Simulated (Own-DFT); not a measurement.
Simulation results for Ti12O23 (rutile with two vacancies, strained, atoms displaced)

All values are calculated (Own-DFT development build). A calculation, not a measurement: plane-wave PBE density functional theory by an unreviewed code, no spin, of a simulated periodic cell, stress positive in tension, free energy of the whole cell less one offset for each atom, defect cell not probed for a lower state with spin; oxygen file: force components 24 meV/angstrom off all-electron in one glass; forces on such cells passed a denser k mesh, this cell's mesh not checked; offsets are fitted by least squares, one for each functional and potential file, so energies compare only between cells with the same atoms and settings and are not formation energies; the far tail of each file's local potential was reset to the Coulomb form; each entry is a single point on an unrelaxed cell, so the pressure reflects the starting lattice, mostly measured values (interpolated for alloys), from which strain is counted, and rises with the displacements; printed positions are rounded, which can move forces by about a meV/angstrom; the program, named Own-DFT, is a retired in-house code; no spin-orbit coupling; before rounding, a Quantum ESPRESSO 7.3.1 run of the same cell and cutoff gave forces within 1 meV/angstrom rms on each cell, which checks the program and not the settings.

Settings shared by all entries: functional PBE; potential files PseudoDojo norm-conserving, scalar-relativistic, standard set; wave cutoff 72 hartree; occupations Fermi-Dirac; smearing width 0.1 eV; k mesh 3 x 3 x 3 centred on Gamma.

(1) 
```cif
# cell vector a (Å): 9.2636 -0.1373 0.0399
# cell vector b (Å): -0.1373 9.3196 0.0588
# cell vector c (Å): 0.0385 0.0568 8.7021
data_Ti12O23
_symmetry_space_group_name_H-M 'P 1'
_symmetry_Int_Tables_number 1
_cell_length_a 9.2647
_cell_length_b 9.3208
_cell_length_c 8.7024
_cell_angle_alpha 89.268
_cell_angle_beta 89.505
_cell_angle_gamma 91.692
_cell_volume 751.07
loop_
_atom_site_label
_atom_site_type_symbol
_atom_site_fract_x
_atom_site_fract_y
_atom_site_fract_z
_atom_site_occupancy
Ti1 Ti 0.99999 0.99955 0.99996 1
Ti2 Ti 0.24780 0.25250 0.16721 1
O1 O 0.15141 0.15083 0.99699 1
O2 O 0.34776 0.34650 0.99832 1
O3 O 0.39915 0.09451 0.16716 1
O4 O 0.10053 0.40760 0.16362 1
Ti3 Ti 0.00255 0.99965 0.32712 1
Ti4 Ti 0.25034 0.24500 0.49610 1
O5 O 0.15460 0.14865 0.32801 1
O6 O 0.34938 0.35290 0.33093 1
O7 O 0.40284 0.09725 0.49469 1
O8 O 0.09902 0.40051 0.49886 1
Ti5 Ti 0.99860 0.99579 0.65973 1
Ti6 Ti 0.24622 0.25233 0.84135 1
O9 O 0.15401 0.15465 0.66572 1
O10 O 0.34945 0.35020 0.66038 1
O11 O 0.39740 0.09532 0.83826 1
O12 O 0.09721 0.39918 0.82953 1
Ti7 Ti 0.99644 0.50400 0.00272 1
Ti8 Ti 0.25155 0.74843 0.16700 1
O13 O 0.15096 0.65572 0.99805 1
O14 O 0.34444 0.84992 0.00193 1
O15 O 0.40083 0.59927 0.16871 1
O16 O 0.09312 0.90178 0.17188 1
Ti9 Ti 0.00501 0.50417 0.33541 1
Ti10 Ti 0.25156 0.74813 0.49764 1
O17 O 0.15151 0.65408 0.33154 1
O18 O 0.34743 0.84746 0.33065 1
O19 O 0.40101 0.59874 0.50381 1
O20 O 0.09998 0.89966 0.50255 1
Ti11 Ti 0.99893 0.49925 0.66916 1
Ti12 Ti 0.24761 0.75034 0.83051 1
O21 O 0.15285 0.64882 0.66525 1
O22 O 0.34773 0.84989 0.66359 1
O23 O 0.40249 0.60027 0.83650 1
O24 O 0.09622 0.90532 0.83562 1
Ti13 Ti 0.50113 0.00610 0.00098 1
Ti14 Ti 0.74516 0.24554 0.16979 1
O25 O 0.90361 0.09563 0.16971 1
O26 O 0.60052 0.40578 0.16435 1
Ti15 Ti 0.50132 0.00221 0.33689 1
Ti16 Ti 0.75273 0.24772 0.50143 1
O27 O 0.65383 0.15642 0.33019 1
O28 O 0.84449 0.34546 0.32976 1
O29 O 0.90237 0.10177 0.49957 1
O30 O 0.59449 0.40390 0.50304 1
Ti17 Ti 0.50096 0.00175 0.66080 1
Ti18 Ti 0.74051 0.24945 0.83287 1
O31 O 0.65668 0.15110 0.66244 1
O32 O 0.85245 0.33954 0.66894 1
O33 O 0.90001 0.09751 0.82735 1
O34 O 0.59218 0.39849 0.82949 1
Ti19 Ti 0.50050 0.50022 0.99819 1
Ti20 Ti 0.75771 0.75326 0.16451 1
O35 O 0.64969 0.64957 0.00228 1
O36 O 0.85266 0.84610 0.99920 1
O37 O 0.90243 0.59532 0.16946 1
O38 O 0.59869 0.89976 0.17004 1
Ti21 Ti 0.49770 0.49643 0.33832 1
Ti22 Ti 0.74950 0.75219 0.49635 1
O39 O 0.65299 0.65494 0.33429 1
O40 O 0.85118 0.84766 0.33286 1
O41 O 0.90153 0.59807 0.50085 1
O42 O 0.58853 0.89325 0.50428 1
Ti23 Ti 0.49943 0.49771 0.66679 1
Ti24 Ti 0.74336 0.74986 0.82852 1
O43 O 0.65592 0.65632 0.66674 1
O44 O 0.84812 0.84543 0.66867 1
O45 O 0.89958 0.59597 0.83155 1
O46 O 0.59885 0.89978 0.83697 1
_calc_free_energy_of_cell_above_offsets '-14.278'  # eV
_calc_pressure 5.41  # GPa
_calc_stress_xx -3.14  # GPa
_calc_stress_yy -2.33  # GPa
_calc_stress_zz -10.76  # GPa
_calc_stress_yz 1.82  # GPa
_calc_stress_xz 1.28  # GPa
_calc_stress_xy -6.35  # GPa
```

Force:
```tsv
element	x (eV/Å)	y (eV/Å)	z (eV/Å)
Ti	-0.361	-0.077	-1.333
Ti	0.228	0.165	-0.105
O	-0.12	0.162	0.849
O	0.166	0.121	0.235
O	0.624	0.532	-0.182
O	-0.321	-0.632	-0.285
Ti	0.017	-0.211	0.825
Ti	-0.474	0.581	1.793
O	0.076	0.332	0.261
O	-0.483	-0.786	-0.333
O	0.069	0.275	0.426
O	-0.238	0.143	-0.347
Ti	0.257	0.488	0.734
Ti	0.1	0.013	-2.135
O	-0.01	-0.266	-0.161
O	-0.15	-0.364	0.223
O	1.073	0.208	-0.122
O	-0.489	0.191	1.006
Ti	1.281	1.141	-0.431
Ti	0.934	0.156	-0.744
O	-0.818	-0.776	0.157
O	0.357	0.227	-0.336
O	0.01	-0.258	-0.227
O	0.449	-0.19	-0.563
Ti	-0.275	-0.59	0.997
Ti	0.221	0.282	0.443
O	-0.368	-0.349	0.413
O	0.106	0.223	0.145
O	0.166	0.012	-0.408
O	-0.271	0.272	-0.266
Ti	0.105	-0.125	-0.519
Ti	0.396	0.411	0.229
O	-0.022	0.187	0.271
O	-0.108	0.004	0.108
O	0.017	-0.103	-0.202
O	0.265	-0.27	-0.164
Ti	-1.222	-1.667	-0.134
Ti	0.525	0.986	1.369
O	-0.932	0.955	-0.523
O	0.487	-0.948	0.019
Ti	-0.206	-1.067	-1.36
Ti	1.193	0.685	-0.257
O	-0.95	-1.032	0.204
O	0.46	0.394	-0.691
O	0.019	-0.394	-0.138
O	0.597	-0.303	-0.194
Ti	-0.543	-0.572	1.352
Ti	0.728	-0.278	-1.875
O	-1.107	-0.677	0.895
O	-0.405	0.481	0.373
O	-0.528	0.363	1.024
O	1.108	-0.757	0.661
Ti	-0.159	0.867	0.764
Ti	-1.132	-0.27	0.058
O	0.576	0.313	0.008
O	-0.213	-0.055	-0.06
O	-0.293	-0.173	-0.774
O	0.233	0.888	-0.438
Ti	0.399	1.058	-0.637
Ti	-0.022	-0.69	-0.161
O	0.055	-0.157	0.044
O	-0.108	0.138	0.02
O	0.136	-0.26	-0.212
O	0.546	0.704	-0.304
Ti	-0.972	0.326	-0.266
Ti	-0.106	0.202	0.625
O	-0.712	-0.864	0.035
O	0.251	0.433	-0.352
O	0.002	-0.645	0.66
O	-0.117	0.889	0.011
```

(2) 
```cif
# cell vector a (Å): 9.0384 0.0815 0.1421
# cell vector b (Å): 0.0815 9.0355 0.1340
# cell vector c (Å): 0.1373 0.1294 9.0331
data_Ti12O23
_symmetry_space_group_name_H-M 'P 1'
_symmetry_Int_Tables_number 1
_cell_length_a 9.0399
_cell_length_b 9.0369
_cell_length_c 9.0351
_cell_angle_alpha 88.322
_cell_angle_beta 88.221
_cell_angle_gamma 88.953
_cell_volume 737.31
loop_
_atom_site_label
_atom_site_type_symbol
_atom_site_fract_x
_atom_site_fract_y
_atom_site_fract_z
_atom_site_occupancy
Ti1 Ti 0.99939 0.99977 0.00336 1
Ti2 Ti 0.25994 0.25240 0.15900 1
O1 O 0.15490 0.14653 0.00870 1
O2 O 0.34379 0.33601 0.99849 1
O3 O 0.39848 0.09505 0.16563 1
O4 O 0.09277 0.40352 0.16197 1
Ti3 Ti 0.99694 0.00197 0.33272 1
Ti4 Ti 0.25093 0.24738 0.49960 1
O5 O 0.15201 0.14861 0.32541 1
O6 O 0.34080 0.35922 0.32483 1
O7 O 0.40911 0.09939 0.49996 1
O8 O 0.09730 0.39918 0.50320 1
Ti5 Ti 0.98912 0.99829 0.67335 1
Ti6 Ti 0.24204 0.25198 0.84389 1
O9 O 0.15567 0.14920 0.66546 1
O10 O 0.33931 0.33891 0.65907 1
O11 O 0.40551 0.09433 0.82998 1
O12 O 0.09181 0.41237 0.81932 1
Ti7 Ti 0.99699 0.49721 0.00157 1
Ti8 Ti 0.25486 0.74600 0.17188 1
O13 O 0.40658 0.60033 0.15940 1
O14 O 0.09617 0.90075 0.16854 1
Ti9 Ti 0.00542 0.50294 0.33017 1
Ti10 Ti 0.25626 0.75222 0.50564 1
O15 O 0.15830 0.66033 0.33551 1
O16 O 0.35263 0.85041 0.34119 1
O17 O 0.40020 0.59744 0.50765 1
O18 O 0.09684 0.90124 0.50460 1
Ti11 Ti 0.99289 0.50654 0.65923 1
Ti12 Ti 0.24354 0.74154 0.83572 1
O19 O 0.14907 0.64596 0.66835 1
O20 O 0.34898 0.84979 0.67227 1
O21 O 0.40348 0.59138 0.83079 1
O22 O 0.09692 0.90941 0.83508 1
Ti13 Ti 0.50616 0.99470 0.00237 1
Ti14 Ti 0.75143 0.24851 0.16434 1
O23 O 0.66538 0.15107 0.00147 1
O24 O 0.85249 0.35072 0.00084 1
O25 O 0.89830 0.09592 0.16981 1
O26 O 0.60226 0.40266 0.17251 1
Ti15 Ti 0.49544 0.99516 0.33267 1
Ti16 Ti 0.75746 0.24825 0.50201 1
O27 O 0.65567 0.15778 0.33451 1
O28 O 0.84665 0.34875 0.33677 1
O29 O 0.90517 0.09934 0.49581 1
O30 O 0.59390 0.39560 0.50617 1
Ti17 Ti 0.50324 0.99942 0.66716 1
Ti18 Ti 0.75269 0.24692 0.82981 1
O31 O 0.66107 0.14243 0.67758 1
O32 O 0.84649 0.33471 0.66468 1
O33 O 0.90000 0.09674 0.84762 1
O34 O 0.61040 0.39999 0.84411 1
Ti19 Ti 0.50205 0.49184 0.99821 1
Ti20 Ti 0.75609 0.76273 0.16385 1
O35 O 0.65425 0.65586 0.00459 1
O36 O 0.85205 0.84988 0.00281 1
O37 O 0.89823 0.59558 0.16904 1
O38 O 0.60283 0.90089 0.16679 1
Ti21 Ti 0.50429 0.49551 0.33526 1
Ti22 Ti 0.76242 0.75534 0.50137 1
O39 O 0.63929 0.66079 0.33644 1
O40 O 0.83838 0.84592 0.32784 1
O41 O 0.89673 0.59923 0.49999 1
O42 O 0.59363 0.90045 0.50210 1
Ti23 Ti 0.49898 0.49871 0.66885 1
Ti24 Ti 0.76057 0.75582 0.82668 1
O43 O 0.65861 0.64265 0.67330 1
O44 O 0.83672 0.85572 0.67319 1
O45 O 0.91070 0.59591 0.83128 1
O46 O 0.60404 0.89744 0.83191 1
_calc_free_energy_of_cell_above_offsets '-11.463'  # eV
_calc_pressure 8.94  # GPa
_calc_stress_xx -11.15  # GPa
_calc_stress_yy -11.09  # GPa
_calc_stress_zz -4.59  # GPa
_calc_stress_yz 3.7  # GPa
_calc_stress_xz 4.01  # GPa
_calc_stress_xy 3.99  # GPa
```

Force:
```tsv
element	x (eV/Å)	y (eV/Å)	z (eV/Å)
Ti	0.776	-0.204	0.573
Ti	-1.553	-0.896	3.58
O	-0.32	0.39	-0.617
O	1.707	2.112	-1.567
O	0.824	-0.804	-0.571
O	0.914	0.345	0.036
Ti	1.595	0.546	0.185
Ti	-0.357	-0.207	0.397
O	-0.236	-0.139	0.405
O	0.072	-0.485	-0.039
O	-0.21	0.117	-0.347
O	-0.64	0.759	-0.716
Ti	2.252	1.584	-0.778
Ti	-0.414	-0.811	-3.125
O	-1.142	-0.579	0.536
O	1.175	1.033	1.064
O	-0.461	-0.004	1.499
O	1.753	-1.728	2.019
Ti	-1.693	-1.151	-0.324
Ti	0.041	0.345	1.37
O	-0.931	0.494	-0.004
O	0.756	-0.805	-0.098
Ti	-0.253	-1.016	-0.053
Ti	-0.332	0.369	0.667
O	-0.793	-0.999	-0.097
O	-0.271	-0.22	-0.964
O	0.31	-0.343	0.075
O	-0.627	-0.128	0.224
Ti	0.704	-1.054	0.35
Ti	0.065	0.439	-2.611
O	0.459	0.983	0.329
O	-0.609	-0.748	0.476
O	-1.12	0.593	1.054
O	0.797	-1.581	-0.066
Ti	1.031	1.474	-1.21
Ti	-0.31	-0.044	1.064
O	-1.753	-1.027	0.703
O	0.636	0.433	-0.222
O	0.445	-0.202	-0.092
O	-0.605	0.13	-0.722
Ti	1.013	0.95	1.255
Ti	-1.012	0.285	-1.06
O	-0.592	-0.887	-0.001
O	0.86	0.69	-0.152
O	0.056	-0.692	0.606
O	-0.135	0.263	-0.323
Ti	-0.207	0.201	-0.306
Ti	-0.324	-0.034	-0.005
O	-0.336	0.013	-0.359
O	1.129	1.527	-0.221
O	0.657	-0.167	-0.951
O	-1.298	0.497	-0.398
Ti	1.544	1.833	0.523
Ti	-1.126	-2.635	-0.082
O	-0.334	-0.569	-0.372
O	0.245	-0.095	-0.962
O	0.942	0.261	-0.235
O	-1.462	1.054	-0.432
Ti	0.781	0.775	0.551
Ti	-2.971	-0.394	-0.923
O	0.494	-0.624	0.335
O	1.376	0.897	0.874
O	0.473	-0.023	-0.845
O	0.792	-0.313	-0.165
Ti	0.468	-0.297	-1.098
Ti	-2.173	-2.778	2.888
O	0.144	0.51	-0.136
O	1.321	0.857	-2.123
O	-0.886	1.585	0.641
O	-1.124	0.341	1.092
```

(3) 
```cif
# cell vector a (Å): 9.0448 -0.0188 -0.0896
# cell vector b (Å): -0.0188 9.3085 0.0693
# cell vector c (Å): -0.0866 0.0669 8.7201
data_Ti12O23
_symmetry_space_group_name_H-M 'P 1'
_symmetry_Int_Tables_number 1
_cell_length_a 9.0453
_cell_length_b 9.3088
_cell_length_c 8.7208
_cell_angle_alpha 89.133
_cell_angle_beta 91.137
_cell_angle_gamma 90.239
_cell_volume 734.06
loop_
_atom_site_label
_atom_site_type_symbol
_atom_site_fract_x
_atom_site_fract_y
_atom_site_fract_z
_atom_site_occupancy
Ti1 Ti 0.00475 0.99930 0.00479 1
Ti2 Ti 0.24658 0.24969 0.17179 1
O1 O 0.15223 0.15090 0.00137 1
O2 O 0.34359 0.34642 0.00186 1
O3 O 0.40716 0.09838 0.17116 1
O4 O 0.09760 0.40035 0.16564 1
Ti3 Ti 0.99491 0.99901 0.33236 1
Ti4 Ti 0.25326 0.25553 0.50482 1
O5 O 0.35017 0.34847 0.33449 1
O6 O 0.09634 0.40125 0.49957 1
Ti5 Ti 0.99700 0.00027 0.66879 1
Ti6 Ti 0.24262 0.24834 0.83583 1
O7 O 0.15304 0.15691 0.66622 1
O8 O 0.35001 0.34886 0.67431 1
O9 O 0.40691 0.09922 0.82884 1
O10 O 0.10297 0.40316 0.83076 1
Ti7 Ti 0.00816 0.50034 0.00086 1
Ti8 Ti 0.24378 0.74875 0.16785 1
O11 O 0.15128 0.65331 0.99437 1
O12 O 0.34682 0.84521 0.99925 1
O13 O 0.40215 0.59487 0.17215 1
O14 O 0.09738 0.90036 0.16730 1
Ti9 Ti 0.99537 0.50034 0.33726 1
Ti10 Ti 0.24736 0.75935 0.49705 1
O15 O 0.15184 0.64691 0.33112 1
O16 O 0.34770 0.84558 0.33366 1
O17 O 0.40078 0.59528 0.49721 1
O18 O 0.09674 0.90240 0.49381 1
Ti11 Ti 0.99851 0.49990 0.66903 1
Ti12 Ti 0.24779 0.74752 0.83340 1
O19 O 0.14844 0.65293 0.66456 1
O20 O 0.35041 0.85054 0.66289 1
O21 O 0.40848 0.59752 0.83795 1
O22 O 0.09424 0.90296 0.83245 1
Ti13 Ti 0.49846 0.00241 0.00066 1
Ti14 Ti 0.74724 0.24953 0.16943 1
O23 O 0.65000 0.15425 0.00043 1
O24 O 0.84867 0.34479 0.00294 1
O25 O 0.89809 0.09354 0.16831 1
O26 O 0.60258 0.40114 0.16478 1
Ti15 Ti 0.50553 0.00355 0.33713 1
Ti16 Ti 0.75388 0.25041 0.50029 1
O27 O 0.65079 0.15320 0.33322 1
O28 O 0.84307 0.34693 0.33613 1
O29 O 0.89878 0.10238 0.50346 1
O30 O 0.59775 0.40138 0.50530 1
Ti17 Ti 0.49641 0.00159 0.66545 1
Ti18 Ti 0.75139 0.24703 0.83188 1
O31 O 0.64952 0.15003 0.66766 1
O32 O 0.84674 0.35196 0.66686 1
O33 O 0.89757 0.09754 0.83452 1
O34 O 0.60057 0.40255 0.83466 1
Ti19 Ti 0.50277 0.50088 0.99218 1
Ti20 Ti 0.75358 0.74893 0.16430 1
O35 O 0.65357 0.65339 0.99702 1
O36 O 0.84725 0.84597 0.00533 1
O37 O 0.90196 0.59488 0.16940 1
O38 O 0.59136 0.90145 0.16411 1
Ti21 Ti 0.49700 0.50099 0.32994 1
Ti22 Ti 0.75131 0.75254 0.50360 1
O39 O 0.65632 0.64827 0.32451 1
O40 O 0.84929 0.84425 0.33448 1
O41 O 0.90098 0.59779 0.49678 1
O42 O 0.59835 0.90262 0.50429 1
Ti23 Ti 0.50100 0.50370 0.66577 1
Ti24 Ti 0.75262 0.75248 0.84053 1
O43 O 0.64995 0.65504 0.66424 1
O44 O 0.84937 0.85213 0.66189 1
O45 O 0.90476 0.59588 0.83060 1
O46 O 0.60039 0.90434 0.83418 1
_calc_stress_yy ?
_calc_pressure ?
```

**Q.** Ti12O23 (rutile with two vacancies, strained, atoms displaced) (entry 3): stress yy?
**A.** -6.95 GPa

**Q.** What pressure does the calculation give for Ti12O23 (rutile with two vacancies, strained, atoms displaced) (entry 3)?
**A.** 10.49 GPa

**Q.** Give the table of force values for Ti12O23 (rutile with two vacancies, strained, atoms displaced) (entry 3).
**A.** 
Force:
```tsv
element	x (eV/Å)	y (eV/Å)	z (eV/Å)
Ti	-0.52	0.354	-0.968
Ti	1.201	0.311	-1.059
O	-0.451	-0.523	0.46
O	0.372	0.062	0.35
O	-1.242	0.622	-0.206
O	0.427	-0.726	0.573
Ti	-0.913	-0.593	0.533
Ti	-0.421	2.048	1.133
O	-0.858	-1.343	0.298
O	0.839	-1.086	0.1
Ti	-0.165	0.099	0.247
Ti	1.216	0.453	0.346
O	-0.257	-0.964	-0.823
O	-0.076	-0.65	-1.023
O	-0.919	0.214	-0.184
O	-0.189	-0.072	0.484
Ti	-1.354	-0.532	0.082
Ti	1.304	-0.326	0.293
O	-0.237	-0.261	0.379
O	-0.142	0.163	-0.099
O	-0.673	0.541	-1.147
O	0.141	0.331	0.635
Ti	-0.059	0.196	-0.156
Ti	0.434	-0.963	0.167
O	-0.033	0.381	0.073
O	0.118	0.393	-0.305
O	-0.263	0.322	0.183
O	0.14	0.514	0.554
Ti	-0.188	0.419	-0.326
Ti	0.505	0.38	-0.485
O	0.411	0.262	0.112
O	-0.437	-0.067	0.224
O	-1.353	0.971	-0.899
O	0.493	-0.198	0.36
Ti	0.144	-0.208	0.187
Ti	-0.355	1.011	-1.388
O	-0.098	-0.283	-0.049
O	0.523	0.206	-0.261
O	0.581	0.201	-0.071
O	-0.292	0.02	0.218
Ti	-0.004	-0.635	-1.644
Ti	-1.079	0.754	0.562
O	-0.636	-0.568	0.622
O	0.791	0.267	-0.129
O	0.959	-0.496	-0.922
O	0.088	-0.12	0.099
Ti	0.775	-0.395	1.665
Ti	-0.278	0.465	0.821
O	-0.25	0.146	-0.46
O	0.098	-0.407	0.09
O	0.619	-0.42	-0.227
O	-0.039	0.031	0.161
Ti	0.301	-1.142	1.543
Ti	-1.045	-0.635	1.557
O	-0.06	-0.072	-0.061
O	0.936	0.743	-0.758
O	0.111	0.185	-0.926
O	0.817	-0.407	0.658
Ti	1.16	0.335	0.452
Ti	-0.729	-0.84	-0.566
O	-0.262	0.287	0.752
O	0.51	0.888	-0.174
O	-0.046	0.055	0.117
O	-0.295	0.462	-0.283
Ti	0.523	-0.161	-1.189
Ti	-0.542	-0.147	-1.13
O	0.321	0.164	0.402
O	0.169	-0.173	0.431
O	-0.434	0.39	0.247
O	0.166	-0.231	-0.249
```

Further results for Ti12O23 (rutile with two vacancies, strained, atoms displaced) (entry 3):

* free energy of cell above offsets: -14.040 eV
* stress xx: -10.25 GPa
* stress zz: -14.27 GPa
* stress yz: 2.75 GPa
* stress xz: -2.75 GPa
* stress xy: -0.92 GPa
